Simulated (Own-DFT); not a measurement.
# What a defect does to the pressure of its cell: D0_22 TiAl3

No measurement is shown. These are fixed-geometry runs of a retired plane-wave code named Own-DFT, which no person has reviewed; spin and spin-orbit coupling are neglected.

Settings: PBEsol; PseudoDojo norm-conserving scalar-relativistic files, made for PBE; cutoff 42 hartree; 4 x 4 x 4 k mesh centred on Gamma; cold (Marzari-Vanderbilt) smearing of 0.2 eV.

Limits: forces on such cells failed a check on a denser k mesh; stress not checked against mesh or cutoff.

All runs share one cell, with vectors in Å (-2.365, -6.981, 4.326); (-7.667, 3.491, 1.442); (-2.950, -3.488, -7.241) and a volume of 625.4 Å³. The atoms are randomly displaced, by u rms on each axis. The defect's site can differ from row to row.

```
cell,formula,u (Å),P (GPa)
no defect,Al30Ti10,0.0195,0.07
no defect,Al30Ti10,0.0496,0.68
no defect,Al30Ti10,0.0497,0.81
two Al vacancies,Al28Ti10,0.0302,-0.70
two Al vacancies,Al28Ti10,0.0507,-0.20
two Al vacancies,Al28Ti10,0.0509,-0.03
one Ti vacancy,Al30Ti9,0.0278,-0.02
one Ti vacancy,Al30Ti9,0.0292,0.10
one Ti vacancy,Al30Ti9,0.0457,0.47
one Ti vacancy,Al30Ti9,0.0496,?
two Al on a Ti site each,Al32Ti8,0.0273,1.16
two Al on a Ti site each,Al32Ti8,0.0456,1.54
two Al on a Ti site each,Al32Ti8,0.0518,1.74
two Ti on an Al site each,Al28Ti12,0.0298,1.20
two Ti on an Al site each,Al28Ti12,0.0327,1.14
two Ti on an Al site each,Al28Ti12,0.0491,1.58
```

## What the rows give

P = P0 + c u² + a shift for each defect gives P0 = -0.05 GPa, c = 319 ± 21 GPa/Å² and a scatter of 0.06 GPa. The shifts, and each times the cell's volume:

- two Al on a Ti site each: 0.94 ± 0.05 GPa, 3.7 eV (1.8 eV for each of its 2 sites)
- two Ti on an Al site each: 0.89 ± 0.05 GPa, 3.5 eV (1.7 eV for each of its 2 sites)
- one Ti vacancy: -0.16 ± 0.05 GPa, -0.6 eV
- two Al vacancies: -0.91 ± 0.05 GPa, -3.5 eV (-1.8 eV for each of its 2 sites)

Against the defect-free cell, a freed cell would be larger where the shift is positive and smaller where it is negative (160.2 GPa Å³ is 1 eV). The atoms around the defects weren't relaxed, which would change these numbers.

## The run left out

Asked: what pressure belongs in the blank (one Ti vacancy, u = 0.0496 Å)?

The fit gives 0.58 ± 0.08 GPa. DFT gave 0.33 GPa. The miss is larger than the scatter suggests: chance, or a term that the fit lacks.
